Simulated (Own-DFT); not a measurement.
Simulation results for Hf₃₆O₇₁ (tetragonal hafnia with one neutral oxygen vacancy, atoms displaced)

Computed with Own-DFT development build. A calculation, not a measurement: plane-wave PBE and HSE06 DFT by an unreviewed code, no spin, of a simulated cell at Gamma alone, so results move with cell size and shape, stress positive in tension, energies less offsets, not probed for a lower state with spin; hafnium file: forces about 75 meV/angstrom off all-electron values; oxygen file: force components 24 meV/angstrom off all-electron in a glass; k mesh not checked against a denser one; forces and stress are PBE's, HSE06 gives the energy alone, and its difference from PBE has offsets of its own; offsets are fitted by least squares, one for each functional and potential file, so energies compare only between cells with the same atoms and settings and are not formation energies; the far tail of each file's local potential was reset to the Coulomb form; each entry is a single point on an unrelaxed cell, so the pressure reflects the starting lattice, taken from the Materials Project, from which strain is counted, and rises with the displacements; printed positions are rounded, which can move forces by about a meV/angstrom; the program is a retired in-house code; no spin-orbit coupling.

```xyz
107
Lattice="10.7800 0.0000 0.0000 0.0000 10.7800 0.0000 0.0000 0.0000 10.4493" Properties=species:S:1:pos:R:3:force_x:R:1:force_y:R:1:force_z:R:1 formula=Hf36O71 first_functional=PBE second_functional=HSE06 exact_exchange_share=0.25 screening=0.11 exchange_divergence=Gygi-Baldereschi potential_files=PseudoDojo_norm-conserving,scalar-relativistic,made_for_PBE,standard_set wave_cutoff=48 occupations=fixed k_mesh=1_x_1_x_1_centred_on_Gamma PBE_energy_of_cell_above_offsets=-100.655 HSE06_less_PBE_above_offsets=-0.126 PBE_pressure=0.57 PBE_stress_xx=0.02 PBE_stress_yy=-0.77 PBE_stress_zz=-0.95 PBE_stress_yz=-0.41 PBE_stress_xz=0.78 PBE_stress_xy=-0.04
Hf     0.0124    10.7685     0.0437     -1.258      0.041     -1.335
Hf     1.8079     1.8016     2.6273     -0.289      0.102      0.094
O     10.7634     1.8452     1.5883      0.434     -0.517      0.547
O      1.7649    10.7462     3.6589      0.211      0.425     -0.839
O      0.0231     1.8376     4.2482      0.092     -0.833     -0.483
O      1.7797    10.7497     0.9746       0.46       0.27      0.677
Hf    10.7726    10.7613     5.2057      0.486      0.256      0.772
Hf     1.8197     1.7692     7.8321      0.287      1.021     -0.044
O     10.7658     1.8080     6.8155      0.649     -0.033       0.05
O      1.7926    10.7528     8.8096      0.148      1.167      1.148
O     10.7577     1.8109     9.4092      0.099     -0.959       0.44
O      1.8087    10.7670     6.2168     -0.477      0.407       0.14
Hf    10.7390     3.5848     0.0131      0.245     -0.007     -0.883
Hf     1.7964     5.3783     2.6013     -0.884     -0.108      0.109
O     10.7331     5.4036     1.6388       0.81      0.144     -0.205
O      1.8088     3.6176     3.6152      0.055     -0.542      0.019
O     10.7637     5.3654     4.2136      0.245      0.308      0.141
O      1.7808     3.6262     1.0375     -0.294      0.078      0.476
Hf    10.7712     3.5834     5.2684     -0.163      0.135     -0.081
Hf     1.7800     5.4097     7.7486      0.138      -0.34      1.573
O      0.0090     5.4214     6.8109     -0.702     -0.418     -0.401
O      1.7608     3.5732     8.8574      0.305      0.346     -0.263
O      0.0222     5.3644     9.4492     -0.248      0.718      0.121
O      1.8327     3.6209     6.2644     -0.575     -0.049     -0.369
Hf    10.7410     7.1855     0.0538     -0.004     -0.303     -0.897
Hf     1.8434     8.9357     2.6148     -0.565      0.774     -0.212
O     10.7748     8.9334     1.5542      0.539      0.389      0.526
O      1.7465     7.2037     3.5883        0.3     -0.664      0.606
O     10.7512     8.9930     4.2042     -0.242     -0.313     -0.387
O      1.7775     7.1967     1.0256      0.257     -0.192      0.031
Hf    10.7505     7.1748     5.1877      0.612      0.129      0.856
Hf     1.8089     8.9964     7.9386     -0.122     -1.005     -2.105
O     10.7683     8.9635     6.8022      0.348      0.395      0.124
O      1.7800     7.2009     8.8227      0.396     -0.717      0.782
O      0.0269     8.9455     9.3823     -0.164      0.476      0.836
O      1.7779     7.1637     6.2671       0.13     -0.249     -1.104
Hf     3.5710     0.0594     0.0125      0.839     -0.039     -0.867
Hf     5.4137     1.7725     2.6755     -0.211      0.065     -1.623
O      3.6120     1.7989     1.5031     -0.694     -0.205       1.34
O      5.3830    10.7316     3.6717       0.25      0.534     -0.427
O      3.5672     1.8216     4.2180      0.197     -0.261     -0.898
O      5.3699     0.0291     1.0493      0.114     -0.429      -0.01
Hf     3.5833     0.0155     5.2234     -0.406     -0.562      0.321
Hf     5.4359     1.7531     7.8079     -1.176      1.542      1.001
O      3.6386     1.8292     6.7752     -0.708     -0.397      0.254
O      5.4113     0.0344     8.8167     -0.136     -0.895      0.608
O      3.5776     1.8497     9.4034     -0.513      -0.99      0.434
O      5.3428    10.7682     6.2245      0.952      0.198      0.088
Hf     3.5305     3.6172     0.0743      1.368     -0.382      -1.81
Hf     5.3507     5.4511     2.5957      1.232     -1.042     -0.257
O      3.6098     5.4029     1.6135     -1.014     -0.015     -0.474
O      5.4102     3.5810     3.5935      0.408      0.508      0.489
O      3.5857     5.3582     4.1904      0.009        0.9     -0.269
O      5.3779     3.5587     1.0595      0.053      0.278     -0.233
Hf     3.5960     3.6273     5.2264      0.339     -0.668       0.87
Hf     5.3673     5.4380     7.8460      0.076     -1.485     -0.032
O      3.5803     5.3932     6.8436      0.361     -0.037     -0.733
O      5.3314     3.5840     8.8681      0.632      0.391     -0.217
O      3.6165     5.4365     9.4299     -0.379     -0.767      0.428
O      5.4022     3.6058     6.2457      0.057      0.173     -0.885
Hf     3.5308     7.1499    10.4414      0.652      0.843     -0.537
Hf     5.4304     8.9568     2.5792      0.021      0.279     -0.123
O      3.5914     8.9899     1.6128      0.373     -0.019     -0.096
O      5.3848     7.1722     3.6590      0.503      0.074     -0.022
O      3.6330     8.9596     4.2220     -0.391     -0.015     -0.399
O      5.3686     7.1526     1.0363      0.127      0.393      -0.09
Hf     3.5825     7.1686     5.2044      -0.12      0.587      1.304
Hf     5.4047     8.9702     7.8402     -0.981      0.126     -0.306
O      3.5752     8.9715     6.8199      0.214      0.134        0.1
O      5.3628     7.1663     8.8509      0.822      0.744       0.54
O      3.6611     8.9704     9.3739     -0.495      0.378      1.182
O      5.3382     7.1964     6.2817      0.841     -0.127     -0.871
Hf     7.1927    10.7595     0.0391      0.349       0.88     -0.629
Hf     8.9359     1.8201     2.6132      0.832      0.302     -0.586
O      7.2334     1.7714     1.4911     -0.686      0.071      1.601
O      8.9757    10.7669     3.6017     -0.057      1.087        0.8
O      7.1706     1.7955     4.1720      -0.03     -0.685     -0.352
O      9.0049    10.7512     1.0423      0.298      0.122      0.329
Hf     7.1547     0.0139     5.2428      0.102     -1.173      0.517
Hf     9.0005     1.7818     7.8244     -0.217     -0.064      1.043
O      7.1528     1.8267     6.8412      1.027     -0.606     -1.213
O      8.9623    10.7239     8.9366      0.348      0.615     -0.834
O      7.2025     1.7900     9.4287     -0.012      0.139     -0.063
O      8.9832     0.0026     6.2755     -0.365      0.243     -0.511
Hf     7.1562     3.6067     0.0001     -0.168     -0.654     -0.365
Hf     8.9472     5.4350     2.6252      0.199     -1.041     -0.364
O      7.1948     5.4147     1.5677     -0.489     -0.121      0.984
O      9.0161     3.5938     3.6931     -0.951      0.109     -0.708
O      8.9963     3.5943     1.0131     -0.913     -0.018      0.444
Hf     7.1652     3.5429     5.1605      0.034      1.683      1.199
Hf     9.0075     5.3981     7.8165     -0.642     -0.516      0.517
O      7.1639     5.4153     6.8564      0.634      0.243     -0.736
O      9.0018     3.5867     8.8500     -0.018       0.21     -0.283
O      7.2318     5.3882     9.4583     -0.329     -0.023      -0.32
O      8.9548     3.5337     6.2466     -0.019      0.318     -0.096
Hf     7.1812     7.1941    10.3848      0.292     -0.064       0.85
Hf     9.0252     9.0322     2.6320      -0.18     -0.734     -1.045
O      7.2593     8.9805     1.5158     -1.235      0.114      1.168
O      8.9831     7.1823     3.6015     -0.444      0.276      0.826
O      7.1829     8.9519     4.2034       0.03      0.543     -0.233
O      8.9816     7.2134     1.0369      -0.44     -0.343     -0.296
Hf     7.1957     7.1562     5.1491     -0.274     -0.454      1.474
Hf     8.9970     8.9701     7.8357      0.155      0.279     -0.004
O      7.1718     9.0169     6.8025      0.313       0.03      0.153
O      8.9599     7.1590     8.8623     -0.007      0.414      0.037
O      7.2158     9.0187     9.4640     -0.642     -1.015     -0.836
O      9.0140     7.2125     6.2608     -0.967     -0.311     -0.708
```

Units: screening in 1/bohr; wave_cutoff in hartree; PBE_energy_of_cell_above_offsets, HSE06_less_PBE_above_offsets in eV; PBE_pressure, PBE_stress_xx, PBE_stress_yy, PBE_stress_zz, PBE_stress_yz, PBE_stress_xz, PBE_stress_xy in GPa; force_x, force_y, force_z in eV/Å.
